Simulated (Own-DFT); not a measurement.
# Response to strain: wurtzite GaN, 96 atoms (Ga48N48)

These are calculations, not measurements. The program, named Own-DFT, is a retired in-house plane-wave density functional code that no person has reviewed. Each row is one single-point run on a periodic cell that was not relaxed, without spin or spin-orbit coupling.

Settings of every run: PBE; PseudoDojo norm-conserving scalar-relativistic files (stringent for Ga); cutoff 96 hartree; 3 x 4 x 3 k mesh centred on Gamma; Gaussian smearing of 0.01 eV.

Known limits: forces on such cells passed a denser k mesh, each cell not checked; stress not checked against mesh or cutoff.

Unstrained cell vectors in Å: (12.756, 0.000, 0.000); (-4.783, 8.285, 0.000); (0.000, 0.000, 10.370). The unstrained cell has measured lattice constants (interpolated for alloys), not those of this functional. That, the random moves and any unrelaxed bonds set the pressure at no strain. Each run strains this cell uniformly, with the atoms carried along. Every atom was also moved at random, by a Gaussian of width 0.05 Å on each axis. Strain is the symmetric tensor, in per cent. Stress is positive in tension, and the pressure is minus a third of its trace.

```
run,e_xx (%),e_yy (%),e_zz (%),e_yz (%),e_xz (%),e_xy (%),s_xx (GPa),s_yy (GPa),s_zz (GPa),s_yz (GPa),s_xz (GPa),s_xy (GPa),P (GPa),E (meV/atom)
1,-0.78,1.42,-0.91,1.00,1.01,-1.02,-9.01,-2.48,-11.31,1.40,1.30,-2.78,7.60,16.5
2,1.79,-1.94,-1.98,1.01,1.85,-0.38,-5.68,-16.04,-14.93,2.83,4.74,-2.20,12.22,45.5
3,1.49,-0.79,1.16,-0.40,-0.08,-0.64,-2.29,-7.44,-0.84,-0.67,-0.59,-3.30,3.52,1.2
4,-1.57,0.40,-0.71,-1.02,1.42,-0.86,-13.19,-8.70,-12.09,-2.14,2.95,-2.54,11.33,31.2
5,-1.78,-1.74,-0.41,1.58,-1.65,1.54,-20.92,-15.91,-13.01,4.37,-2.82,6.88,16.61,65.4
6,-1.97,0.63,-0.12,-0.20,-0.55,0.72,-17.03,-5.41,-9.06,-0.87,-0.42,2.25,10.50,27.6
7,-0.52,1.82,-0.82,-0.32,1.18,0.72,-8.85,-0.36,-10.63,-1.59,2.97,1.57,6.61,17.8
8,0.82,-1.64,-0.21,1.22,1.29,-0.01,-6.02,-13.49,-8.90,2.24,2.55,-0.23,9.47,22.3
9,-2.00,0.76,-1.64,-0.97,0.99,1.61,-14.60,-7.21,-19.46,-2.36,2.00,5.32,13.76,47.7
10,-1.76,0.47,1.48,1.25,1.98,-0.59,-14.17,-6.05,-1.59,2.31,4.42,-1.55,7.27,19.3
11,-0.26,-1.37,-1.01,0.37,0.68,1.90,-9.56,-15.70,-13.37,1.06,1.69,5.45,12.88,29.5
12,-1.30,0.63,-0.96,-0.52,0.49,-1.85,-12.87,-6.50,-13.46,-0.96,1.09,-5.65,10.95,30.1
13,1.82,0.71,0.15,0.13,1.45,-0.67,0.62,-1.79,-5.25,0.47,3.37,-2.03,2.14,0.0
14,0.20,0.50,1.40,1.08,-1.38,0.50,-5.74,-3.42,-0.63,2.28,-2.75,2.56,3.26,5.2
15,1.78,0.03,-0.85,1.29,1.09,-1.65,-1.32,-4.86,-10.37,2.39,2.15,-5.34,5.52,14.5
16,1.01,-1.35,0.32,-0.37,-1.06,-1.35,-5.23,-10.62,-6.79,-1.16,-2.49,-3.97,7.55,21.2
17,0.81,-0.37,-0.99,1.50,-1.52,-1.19,?,?,?,?,?,?,?,?
```

E is the free energy for each atom above the lowest run shown.

## Worked fit

Each stress component was fitted by least squares to a constant and the strains of the runs shown, as fractions, with shears doubled. Shear strains stay in the fit of a normal stress only where such slopes are resolved. The slopes, in GPa:

| stress | at no strain | per e_xx | per e_yy | per e_zz | scatter |
|---|---|---|---|---|---|
| s_xx | -8.0 | 426 ± 26 | 159 ± 31 | 38 ± 35 | 1.35 |
| s_yy | -6.9 | 110 ± 15 | 439 ± 19 | 104 ± 21 | 0.81 |
| s_zz | -7.7 | 108 ± 18 | 56 ± 22 | 481 ± 25 | 0.96 |

Each shear stress against twice its own strain: yz 107 ± 8, xz 106 ± 7, xy 151 ± 7 GPa. These are stiffnesses along x, y and z of the frame in which the cell vectors are given, which need not be the crystal's axes. The atoms are held to the strained lattice; where symmetry lets them move under strain, relaxing them would lower some slopes. The table should be nearly symmetric about its diagonal, and what it lacks of that shows the noise. A ninth of its sum, 214 ± 4 GPa, estimates the bulk modulus near the mean pressure of these runs, 8.8 GPa, so it lies above the value at zero pressure.

## Withheld run

Question: what normal stresses and pressure should run 17 give?

The fit gives s_xx = -5.6, s_yy = -8.7, s_zz = -11.8 and P = 8.7 GPa. The calculation gave -5.42, -8.25, -10.57 and P = 8.08 GPa.
